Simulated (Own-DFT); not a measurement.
InAs (zincblende, strongly disordered by large displacements) (calculated)

All values are calculated (Own-DFT development build). A calculation, not a measurement: plane-wave PBE density functional theory by an unreviewed code, no spin, of a simulated periodic cell, stress positive in tension, free energy of the whole cell less one offset for each atom, forces on such cells passed a denser k mesh, this cell's mesh not checked; broken bonds can close the gap or carry spin, so checks made on this kind of crystal may not hold here; offsets are fitted by least squares, one for each functional and potential file, so energies compare only between cells with the same atoms and settings and are not formation energies; the far tail of each file's local potential was reset to the Coulomb form; each entry is a single point on an unrelaxed cell, so the pressure reflects the starting lattice, mostly measured values (interpolated for alloys), from which strain is counted, and rises with the displacements; printed positions are rounded, which can move forces by about a meV/angstrom; the program, named Own-DFT, is a retired in-house code; no spin-orbit coupling.

Settings shared by all entries: functional PBE; potential files PseudoDojo norm-conserving, scalar-relativistic, standard set; wave cutoff 42 hartree; occupations Fermi-Dirac; smearing width 0.1 eV; hardware one NVIDIA H200; k mesh 3 x 3 x 3 centred on Gamma.

(1) 
```xyz
64
Lattice="12.1166 0.0000 0.0000 0.0000 12.1166 0.0000 0.0000 0.0000 12.1166" Properties=species:S:1:pos:R:3:force_x:R:1:force_y:R:1:force_z:R:1 formula=InAs free_energy_of_cell_above_offsets=38.133 pressure=16.72 stress_xx=-19.46 stress_yy=-14.79 stress_zz=-15.91 stress_yz=0.19 stress_xz=1.15 stress_xy=-2.13 wall_time=1151
In     0.1543    12.0498    11.6080     -2.971      5.768      8.917
In     0.5037     2.7917     3.3674      0.809     -1.701     -3.365
In     3.2426    11.6282     3.1134     -0.664      1.738      0.183
In     3.4560     2.3851     0.5000       5.05      3.534     -0.217
As     1.4797     1.6221     0.9533      -5.48     -1.994      2.983
As     1.6920     4.3685     4.6187     -1.595      0.534     -0.671
As     4.9401     1.3598     4.0990     -1.384     -0.324       1.58
As     4.4301     4.6588     1.6577      2.141     -1.219     -1.532
In    11.9144    11.9320     6.0186     -0.767      2.201      0.648
In    11.9625     3.6121     8.7059      6.177     -2.652      5.752
In     2.4842    11.6596     8.8003      2.169      -0.48       0.39
In     3.0114     3.6328     6.2674      2.832     -4.128      3.266
As     1.1537     1.3546     7.9825     -0.654      1.622     -1.896
As     1.1553     4.8034    10.3901      2.387     -0.075     -0.447
As     4.7807     1.8854    10.6823      0.903     -1.831     -1.659
As     4.3668     5.2031     7.6413      7.859     -4.308     -3.238
In     0.0229     5.6747     0.2844       1.19      3.205     -2.773
In     0.1032     8.8608     3.3184      5.019      3.015     -4.413
In     2.7394     5.6612     3.0325      1.368      3.643     -2.447
In     2.8308     8.7777    11.6876     -9.884       5.55      5.811
As     1.6166     7.4932     1.1970     -1.546      -0.88      2.887
As     1.3153    10.6181     4.6052      1.838     -0.125     -0.391
As     4.0794     8.1008     3.9249     -2.652     -7.505      0.679
As     4.5981    10.2973     1.4681     -6.244      6.912     -10.98
In     0.2648     5.8745     5.8301     -3.456      1.479      1.175
In     0.8882     8.7461     8.9674     -3.809      2.334      1.919
In     2.8344     6.2469     8.6640      0.622     -4.364      13.68
In     3.2090     9.0878     5.7304     -1.592      2.584       4.35
As     1.8251     7.4086     7.3754     -5.509      6.422     -11.35
As     1.1619    10.5202    10.8016      7.011     -10.06      -5.24
As     4.4893     8.0875    10.8319      4.635     -8.874      3.291
As     4.7081    10.7253     7.4925     -6.511     -6.415      6.685
In     6.3805    11.8431     0.2126     -8.675     -7.698     -7.057
In     7.0462     2.5079     3.1795     -0.816      0.018     -1.156
In     8.8399    11.9181     3.0958      3.392      2.188     -3.273
In     9.6474     2.8387    11.9972     -1.333      1.199      1.858
As     7.6703     0.9679     1.1204      9.014      9.413       5.77
As     7.2182     4.5384     4.6533      1.024      0.427     -1.747
As    10.7904     1.6964     4.2873     -3.341     -2.495      1.699
As    11.1264     4.3403     1.8187      -2.36     -3.283      1.338
In     5.9328    11.8080     6.2215        6.7      6.441     -7.084
In     6.1030     3.7327     9.2951     -6.214     -3.416     -5.695
In     9.0030     0.0661     9.1495      0.329      1.731      -2.98
In     8.8154     3.0264     5.8654      3.075      1.375     -3.994
As     7.5976     1.8658     7.3148     -3.654     -4.035      4.749
As     7.6554     4.3731    10.5974      3.533     -0.131       6.55
As    10.7489     1.1730    10.7088     -3.336      3.451     -4.611
As    10.4220     4.0104     7.3834     -5.351      4.159     -4.895
In     6.2337     6.3046    12.0133     -1.099     -1.126       0.88
In     5.5637     9.2708     2.8972      11.98     -2.708      6.633
In     9.6358     6.1033     2.7171     -2.929     -0.936     -0.533
In     9.1833     8.5734     0.1129     -0.465      2.241      1.299
As     7.3256     7.8215     1.6465      1.147     -1.371      0.397
As     7.9905    10.5718     4.6681     -3.857      -2.78       2.95
As    10.4797     7.8389     4.0715     -4.356     -2.231      4.908
As    10.5950    10.3946     1.4615      0.659      0.222      0.408
In     6.3253     6.4117     5.9706     -2.542      0.436     -1.083
In     5.5939     8.6121     9.2404      8.446      4.425     -11.08
In     9.0805     6.0330    10.0124     -5.916     -5.331     -5.976
In     9.0719     8.9330     6.3767     -8.226     -7.719      -4.92
As     7.8084     7.1551     7.6968      0.179      0.811      2.121
As     8.2528    10.5249    10.6356     -2.646     -1.988      1.575
As    10.4748     7.3210    10.6648      10.87      7.035      2.649
As    10.4690    10.1707     7.1146      9.475      8.071      6.725
```

Units: free_energy_of_cell_above_offsets in eV; pressure, stress_xx, stress_yy, stress_zz, stress_yz, stress_xz, stress_xy in GPa; wall_time in s; force_x, force_y, force_z in eV/Å.

(2) 
```xyz
64
Lattice="12.1166 0.0000 0.0000 0.0000 12.1166 0.0000 0.0000 0.0000 12.1166" Properties=species:S:1:pos:R:3:force_x:R:1:force_y:R:1:force_z:R:1 formula=InAs free_energy_of_cell_above_offsets=33.142 pressure=15.38 stress_xx=-17.07 stress_yy=-13.67 stress_zz=-15.4 stress_yz=0.44 stress_xz=-2.7 stress_xy=-1.41 wall_time=1232
In     0.5278     0.1396    11.8597      4.735     -3.033      3.906
In    12.0366     2.4190     3.2687      5.113      3.331     -6.277
In     2.8704     0.1500     2.6360      2.387     -2.902      0.578
In     3.2823     2.8143     0.0736      0.239       7.79       0.23
As     2.1818     1.8812     1.6367     -8.507      2.857      1.877
As     1.1026     3.7880     4.9215     -0.628      4.668     -1.349
As     4.3323     1.8752     3.7763     -0.145     -0.232      2.682
As     4.0655     5.3456     0.9580      0.599     -1.189       0.54
In     0.0852     0.4856     6.7078     -5.887     -6.672     -4.729
In    12.0669     3.2035     9.0285     -2.557     -2.191     -1.266
In     3.3517    11.8411     9.2868     -0.607      3.259       0.51
In     2.7684     2.8220     6.2761      8.668       3.91     -4.625
As     1.4667     1.7976     7.5659      1.745     -0.382       9.72
As     1.2137     4.3437    10.5508          0      0.249      4.617
As     4.3165     1.8975    10.5929      5.238     -4.835     -6.874
As     4.5980     4.4775     7.7752     -2.831      2.673     -2.387
In    12.0973     6.1088     0.0753     -1.333       -0.1     -2.662
In    12.0869     9.2877     2.8805      1.603      0.357      0.462
In     2.9398     5.7190     3.4742     -1.708     -2.569     -0.683
In     2.8929     8.7265     0.6456      5.439      4.738     -3.836
As     1.4107     7.4147     1.4251     -4.186     -3.665      4.896
As     2.3808    11.0186     4.4111     -3.106     -3.368      4.591
As     4.2654     7.5368     4.1338      2.276      2.355      1.803
As     4.2467    10.4818     1.8825      2.645      -1.52     -2.019
In     0.0225     6.5380     6.0234     -2.317     -2.139     -1.733
In     0.0940     9.3288     9.0586      4.217     -5.592      5.667
In     2.6891     5.6821     9.4267      2.941      2.697     -2.394
In     3.1555     9.5436     6.5675     -3.287     -1.378     -6.315
As     1.7341     7.8318     7.0076     -0.667     -2.235      3.427
As     1.6675    10.6036    10.5310      0.996     -2.427      1.148
As     4.7809     7.2047    10.3732     -4.579     -2.299     -1.986
As     4.6625    10.5262     7.7027      6.192      4.951      0.482
In     6.0314    11.8367    11.9826     -2.266      3.098      2.742
In     6.0204     3.2190     2.6505     -1.059     -0.757     -2.615
In     9.5851     0.2426     2.3439      4.721     -1.724      3.359
In     9.1748     3.3497    11.4310      1.255     -3.872      0.087
As     7.8053     1.2994     1.8534     -7.137      3.739     -2.989
As     7.4324     4.4961     3.9903      2.835      2.435      2.817
As    10.6115     1.5337     4.5766      -4.45     -5.555      3.788
As    10.3637     4.5307     0.8548      3.859     -1.353      2.141
In     6.4679    11.7681     5.9461     -3.662       4.62      2.945
In     6.0495     2.8426     8.4229      2.607     -3.407      1.641
In     9.6783     0.2772     8.7394      2.879     -1.177      2.923
In     9.0798     3.0572     5.7537     -4.065     -1.018     -2.368
As     7.8332     0.9140     7.5111     -2.519      3.161     -1.209
As     7.4176     4.0233    10.2611     -3.213      2.662     -1.806
As    11.0575     1.3524    11.1276     -6.752      5.038       -4.4
As    10.3855     4.0616     7.3219      2.327       3.56      2.941
In     6.3053     6.6715    11.9104      3.042     -2.429      3.306
In     6.4004     9.3091     2.8954     -2.714     -3.954     -5.268
In     9.3364     5.9786     2.3144     -0.922      0.102      4.675
In     8.8967    10.0278    12.0777     -0.581     -3.818      0.202
As     8.2228     7.6778     1.1422     -2.383      2.658     -0.644
As     7.2273    10.2709     4.6396      5.974     -2.438      0.805
As    10.3444     8.0808     4.2901      2.808     -2.445     -3.397
As    10.5280    10.5012     1.1957       8.34      1.296      3.915
In     6.4523     5.9272     6.1974     -1.596     -0.724     -1.631
In     5.0505     9.3125     9.6481      1.936       1.55       1.26
In     9.7301     6.3567     8.7597     -0.643     -1.251     -0.329
In     8.9994     8.4009     6.0492      -0.48      3.026       0.49
As     7.6416     7.5611     7.6487     -2.239     -0.693      3.603
As     7.3534    10.4227    10.7079     -4.681      0.307     -8.219
As    10.1207     8.0675    10.5842       2.02     -0.667      0.167
As    11.0397    10.3692     7.6644     -5.926      4.924     -6.933
```

Units: free_energy_of_cell_above_offsets in eV; pressure, stress_xx, stress_yy, stress_zz, stress_yz, stress_xz, stress_xy in GPa; wall_time in s; force_x, force_y, force_z in eV/Å.

(3) 
```xyz
64
Lattice="12.1166 0.0000 0.0000 0.0000 12.1166 0.0000 0.0000 0.0000 12.1166" Properties=species:S:1:pos:R:3:force_x:R:1:force_y:R:1:force_z:R:1 formula=InAs free_energy_of_cell_above_offsets=23.329 pressure=12.85 stress_xx=-11.97 stress_yy=-14.56 stress_zz=-12.03 stress_yz=-0.32 stress_xz=-4.29 stress_xy=1.64 wall_time=1124
In    11.9743    12.0077     0.4444       0.03      0.896     -1.056
In     0.1512     2.6962     3.0430     -1.702       1.94      1.042
In     2.5111    12.1054     2.9251      3.161     -3.333      3.269
In     3.0517     2.9547    12.0371      3.986     -5.436     -0.233
As     1.6868     1.6285     1.6444     -0.848      1.133     -4.483
As     1.2328     4.7277     4.1717     -0.442     -2.062     -0.197
As     4.3926     1.7832     4.5301     -0.441     -0.485     -0.904
As     4.3249     3.9505     1.5764     -0.204      3.339      0.777
In     0.7024    11.8586     6.3241     -0.908      1.393      -0.61
In     0.0709     3.0898     9.0762      3.563     -3.753      5.874
In     2.7016     0.0541     9.1119      9.396     -3.815      1.711
In     2.9147     3.4548     5.8810      0.323     -0.384      1.036
As     1.2003     1.1594     8.1901     -5.138       5.05     -4.865
As     1.6117     4.1143    10.9405     -5.563      5.129     -3.965
As     4.7236     1.0690    10.1782      0.239      1.686      0.554
As     4.2835     4.7645     8.3629      4.175      -7.34     -1.976
In    11.6682     5.8638     0.1549      1.622     -0.599      0.871
In    11.9446     8.9290     2.8143       2.85     -4.113      0.937
In     3.0036     5.8284     3.0522      3.018      2.303     -1.003
In     2.7819     9.5796     0.1729      2.084      0.255     -0.201
As     1.9015     7.8153     1.5650     -1.967     -1.931      0.998
As     1.1931    10.4175     4.4882      -0.16      0.089     -2.047
As     4.7627     7.6079     4.7263     -0.926     -0.168     -1.412
As     5.0526    10.5762     1.2880     -8.578     -1.405     -2.493
In     0.4091     5.8104     6.0957     -2.044      2.373      2.832
In     0.2776     9.3866     9.8601     -5.955     -6.998     -3.801
In     2.9666     6.3779     8.7582     -4.416      5.991      3.124
In     3.1687     9.6083     5.5777      2.211     -2.085      1.824
As     1.3158     7.9694     7.8644     -0.455      0.062     -1.867
As     1.4853    10.9343    10.6597      2.077      4.433       5.53
As     3.9963     7.5778    11.0385      1.712     -0.689     -1.029
As     4.8219    10.1490     7.6620     -2.013      2.875     -1.604
In     5.7002     0.2924     0.2832     -3.822      0.213     -6.069
In     6.2598     3.4553     2.7586     -1.356     -5.091     -3.949
In     8.5975     0.0267     2.8944      2.351      4.179     -2.038
In    10.2943     2.7973     0.2720     -1.334      1.801      1.313
As     7.2438     1.4662     1.1391      6.996      5.489       3.61
As     7.3431     4.3664     4.3581      3.542      4.432      6.448
As    10.6656     1.4209     4.3295     -1.374     -1.384      1.499
As    10.1970     4.4427     2.1511      3.881     -4.389     -3.319
In     5.7776     0.3098     6.0718      -1.97      -2.99     -1.288
In     6.5032     3.2020     8.3808     -2.471      4.898      4.088
In     8.7796     0.0182     8.9012      4.235      3.432     -5.657
In     9.1458     3.1147     5.8171      0.623      -0.75      0.322
As     7.3321     1.4397     7.3938      4.684     -2.383     -2.171
As     7.8195     4.3456    10.3738      0.434      0.289      0.269
As    10.2120     1.2890    10.6699      1.659     -1.454     -1.585
As    10.9418     4.3194     7.8805     -5.477      5.339     -5.787
In     6.2605     5.6439     0.0772     -0.695      1.086     -0.077
In     6.3912     9.7045     2.6815     -5.292     -0.238      1.146
In     9.1626     6.1049     3.1140     -8.006      1.329     -0.637
In     8.9456     9.5577     0.0171      0.464     -1.352       1.17
As     7.3709     7.9265     2.1488      4.566     -9.151     -4.328
As     7.6243    10.5347     4.1456      2.638      2.137      9.957
As    10.5176     7.3398     4.2666      4.723       3.65      5.224
As    10.6028    10.5420     2.0047     -3.045      3.176     -2.446
In     5.4997     5.8712     6.4322      1.681      0.736     -0.776
In     6.2203     8.6783     9.0651     -0.768      0.242      3.477
In     9.5634     6.2831     9.1994     -3.529     -3.482     -5.372
In     9.3648     9.4108     5.6008     -0.074     -1.427      0.741
As     7.6248     7.7202     7.4084       2.25     -1.972      -1.73
As     7.8582    10.8768    10.3370     -5.192     -5.076      5.095
As    10.3226     7.4628    10.8762      2.459      4.934      4.272
As    10.7501    10.8639     7.1891      -1.47     -0.574      1.967
```

Units: free_energy_of_cell_above_offsets in eV; pressure, stress_xx, stress_yy, stress_zz, stress_yz, stress_xz, stress_xy in GPa; wall_time in s; force_x, force_y, force_z in eV/Å.

(4) 
```xyz
64
Lattice="12.1166 0.0000 0.0000 0.0000 12.1166 0.0000 0.0000 0.0000 12.1166" Properties=species:S:1:pos:R:3:force_x:R:1:force_y:R:1:force_z:R:1 formula=InAs free_energy_of_cell_above_offsets=-0.184 pressure=9.24 stress_xx=-8.89 stress_yy=-8.51 stress_zz=-10.31 stress_yz=2.99 stress_xz=-0.61 stress_xy=1.4 wall_time=1173
In    11.9802     0.0210     0.1506      0.238      0.039     -1.964
In    11.8319     3.0288     2.8936      1.073     -0.496      0.974
In     2.9097    11.7995     2.7480      1.404      1.258      0.537
In     2.9988     3.0961    12.1076      0.969     -0.775      0.404
As     1.4343     1.3793     1.5750       0.36      1.886     -0.526
As     1.7762     4.3885     4.3217     -4.101     -4.743      4.052
As     4.5631     1.5077     4.6986      0.531     -2.073     -2.757
As     4.9336     4.5828     1.6808     -5.096      5.383     -6.246
In     0.1426    11.7811     5.8504     -0.474      5.494       2.66
In    11.7593     2.9387     8.9703      3.981      4.582     -2.902
In     2.9382    12.0769     9.0828     -1.363     -0.718     -0.889
In     3.3082     2.7978     6.2404      -2.01      1.555      1.234
As     1.4189     1.6414     7.7901      0.771     -1.172     -1.709
As     1.6893     4.5931    10.4262     -4.693     -4.801      4.397
As     4.6208     1.0171    10.4495      -5.31      6.364     -7.584
As     4.7429     4.5203     7.5649     -3.473      2.992     -1.654
In    11.9708     6.0761    12.0846      3.855     -2.742      1.706
In     0.1728     9.4017     2.8681      2.143      -4.17      2.046
In     3.0487     5.7137     3.1744       3.43      5.091     -4.165
In     3.1874     8.9209     0.0522     -0.064      1.624     -1.059
As     1.6069     7.6926     1.3848     -1.167     -1.802      1.839
As     1.5347    10.7620     4.5299      3.835     -3.516     -2.692
As     4.2955     7.7779     4.5080      2.582     -1.666     -3.118
As     4.6743    10.4859     1.4976     -0.624      1.526     -1.734
In     0.2671     5.8326     5.9227     -1.495     -0.976     -0.841
In     0.1693     8.9466     9.1389     -0.761     -0.176     -1.314
In     2.6005     6.0500     9.1272      5.228       3.47     -3.108
In     2.8305     8.9305     5.8180     -1.022      2.842      3.045
As     1.5306     7.3820     7.4030     -0.695      1.721      0.192
As     1.3794    10.5899    10.5284      0.995      0.428      1.363
As     4.5344     7.4447    10.6925     -0.448      0.741     -2.641
As     4.6140    10.8510     7.5348     -0.193      -2.17     -0.287
In     5.7468     0.3878    12.0223      6.456     -3.584      9.623
In     5.7007     3.2035     3.0582      3.059     -5.603      6.706
In     8.7745     0.2395     2.9153      2.562       1.18     -1.531
In     9.2213     2.6037    11.9832     -1.868      2.558      1.934
As     7.3595     1.8925     1.6288      0.528     -1.101     -1.416
As     7.2433     4.6091     4.6321      3.468     -1.867     -1.697
As    10.7771     1.3198     4.6445     -1.321      1.338     -1.483
As    10.6079     4.8118     1.6089     -0.648     -2.302     -1.245
In     6.2574     0.0447     6.0219      -0.74     -0.472     -0.511
In     6.1818     3.2484     8.7910      0.947     -2.542      1.678
In     9.3441     0.1699     8.7011     -1.589     -1.503      0.014
In     9.0974     2.8545     6.0012     -0.979     -0.143     -1.303
As     7.5394     1.5427     7.5312      0.521      0.032      0.279
As     7.4278     4.2632    10.5936      1.818      1.644      1.606
As    10.5073     1.6705    10.2258     -0.964     -4.496      4.289
As    10.4532     4.4049     7.3172      1.287      2.255      1.154
In     5.9892     6.1027    12.0650      2.551     -0.501      0.866
In     6.0763     9.3353     3.0630      2.232     -1.455      1.582
In     9.1928     6.3017     3.0177     -3.532     -4.483     -1.014
In     9.0824     9.5220    11.6513      0.843     -0.931      2.159
As     8.0035     7.7539     1.7150     -3.562      2.785     -3.418
As     7.9673    10.9024     4.5424     -2.565     -2.614      1.283
As    10.5659     7.1606     4.4617      4.793      4.407      4.966
As    10.7914    10.6084     1.7133     -5.242      2.393     -2.633
In     5.7904     6.1255     5.6270     -0.841      1.225      2.541
In     6.3477     8.9092     9.0406     -1.254      0.563      0.035
In     9.2795     6.2011     9.2198      0.185      -1.19      0.579
In     9.1230     9.2826     6.1475     -1.207     -3.489     -1.044
As     7.6937     7.2707     7.5444     -0.375      1.266     -1.146
As     7.3268    10.8786    10.5827      0.709      0.371     -1.293
As    10.8733     7.6949    10.9660      -3.06      2.823     -3.457
As    10.6892    10.7612     7.1278     -0.617     -1.565       4.64
```

Units: free_energy_of_cell_above_offsets in eV; pressure, stress_xx, stress_yy, stress_zz, stress_yz, stress_xz, stress_xy in GPa; wall_time in s; force_x, force_y, force_z in eV/Å.
